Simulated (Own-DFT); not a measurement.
# Point defects and the pressure they add: D0_22 TiAl3

Source: density functional calculations with Own-DFT, an unreviewed in-house program that is no longer used. Nothing was measured or relaxed, and spin and spin-orbit coupling are left out.

All runs used: PBE; PseudoDojo norm-conserving scalar-relativistic files; cutoff 42 hartree; 4 x 4 x 4 k mesh centred on Gamma; cold (Marzari-Vanderbilt) smearing of 0.2 eV.

Known weak points: forces on such cells failed a check on a denser k mesh; stress not checked against mesh or cutoff.

All runs share one cell, with vectors in Å (-2.365, -6.981, 4.326); (-7.667, 3.491, 1.442); (-2.950, -3.488, -7.241) and a volume of 625.4 Å³. u is the rms random offset of the atoms per axis. The defect's site can differ from row to row.

```
cell,formula,u (Å),P (GPa)
no defect,Al30Ti10,0.0207,2.00
no defect,Al30Ti10,0.0554,2.79
no defect,Al30Ti10,0.0567,2.97
two Al on a Ti site each,Al32Ti8,0.0267,2.81
two Al on a Ti site each,Al32Ti8,0.0315,?
two Al on a Ti site each,Al32Ti8,0.0519,3.56
two Al on a Ti site each,Al32Ti8,0.0532,3.51
two Al vacancies,Al28Ti10,0.0295,1.10
two Al vacancies,Al28Ti10,0.0297,1.33
two Al vacancies,Al28Ti10,0.0531,1.82
two Ti on an Al site each,Al28Ti12,0.0298,3.36
two Ti on an Al site each,Al28Ti12,0.0307,3.31
two Ti on an Al site each,Al28Ti12,0.0453,3.38
```

## Analysis

P = P0 + c u² + a shift for each defect gives P0 = 1.90 GPa, c = 307 ± 38 GPa/Å² and a scatter of 0.13 GPa. The shifts, and each times the cell's volume:

- two Ti on an Al site each: 1.05 ± 0.11 GPa, 4.1 eV (2.1 eV for each of its 2 sites)
- two Al on a Ti site each: 0.76 ± 0.10 GPa, 3.0 eV (1.5 eV for each of its 2 sites)
- two Al vacancies: -0.95 ± 0.11 GPa, -3.7 eV (-1.9 eV for each of its 2 sites)

Positive is outwards. The product with the volume (160.2 GPa Å³ to the eV) is nearly free of the cell's size; divided by the bulk modulus at the cell's pressure it gives the volume that the defect adds. The atoms around the defects weren't relaxed, which would change these numbers.

## The run left out

Asked: what pressure belongs in the blank (two Al on a Ti site each, u = 0.0315 Å)?

From the fit: 2.96 ± 0.15 GPa. The hidden result is 2.93 GPa.
